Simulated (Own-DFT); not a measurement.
# One host, several defects: B20 RuSi

No measurement is shown. These are fixed-geometry runs of a retired plane-wave code named Own-DFT, which no person has reviewed; spin and spin-orbit coupling are neglected.

All runs used: PBE; PseudoDojo norm-conserving scalar-relativistic files; cutoff 50 hartree; 5 x 4 x 5 k mesh centred on Gamma; cold (Marzari-Vanderbilt) smearing of 0.2 eV.

Caveats (not all hold for every row): not probed for a lower state with spin; forces on such cells failed a check on a denser k mesh; stress not checked against mesh or cutoff.

All runs share one cell, with vectors in Å (4.709, 0.000, 4.709); (0.000, 9.417, 0.000); (-4.709, 0.000, 4.709) and a volume of 417.6 Å³. The atoms are randomly displaced, by u rms on each axis. The defect's site can differ from row to row.

```
               cell   formula   u (Å)  P (GPa)
          no defect  Ru16Si16  0.0181     4.79
          no defect  Ru16Si16  0.0457     6.57
          no defect  Ru16Si16  0.0475     7.06
one Ru on a Si site  Ru17Si15  0.0287     8.32
one Ru on a Si site  Ru17Si15  0.0456     8.52
one Ru on a Si site  Ru17Si15  0.0512     9.77
one Si on a Ru site  Ru15Si17  0.0314     5.73
one Si on a Ru site  Ru15Si17  0.0314     5.83
one Si on a Ru site  Ru15Si17  0.0568     7.27
     one Ru vacancy  Ru15Si16  0.0287     2.38
     one Ru vacancy  Ru15Si16  0.0317        ?
     one Ru vacancy  Ru15Si16  0.0441     4.26
     one Ru vacancy  Ru15Si16  0.0477     4.13
     one Si vacancy  Ru16Si15  0.0300     2.19
     one Si vacancy  Ru16Si15  0.0361     2.08
     one Si vacancy  Ru16Si15  0.0495     2.46
```

## What the rows give

P = P0 + c u² + a shift for each defect gives P0 = 4.91 GPa, c = 791 ± 140 GPa/Å² and a scatter of 0.44 GPa. The shifts, and each times the cell's volume:

- one Ru on a Si site: 2.50 ± 0.36 GPa, 6.5 eV
- one Si on a Ru site: -0.01 ± 0.36 GPa, 0.0 eV (not resolved)
- one Ru vacancy: -2.65 ± 0.36 GPa, -6.9 eV
- one Si vacancy: -3.89 ± 0.36 GPa, -10.2 eV

Positive is outwards. The product with the volume (160.2 GPa Å³ to the eV) is nearly free of the cell's size; divided by the bulk modulus at the cell's pressure it gives the volume that the defect adds. The atoms around the defects weren't relaxed, which would change these numbers.

## The run left out

Asked: what pressure belongs in the blank (one Ru vacancy, u = 0.0317 Å)?

Estimate: 3.05 ± 0.52 GPa. The calculation gave 2.42 GPa.
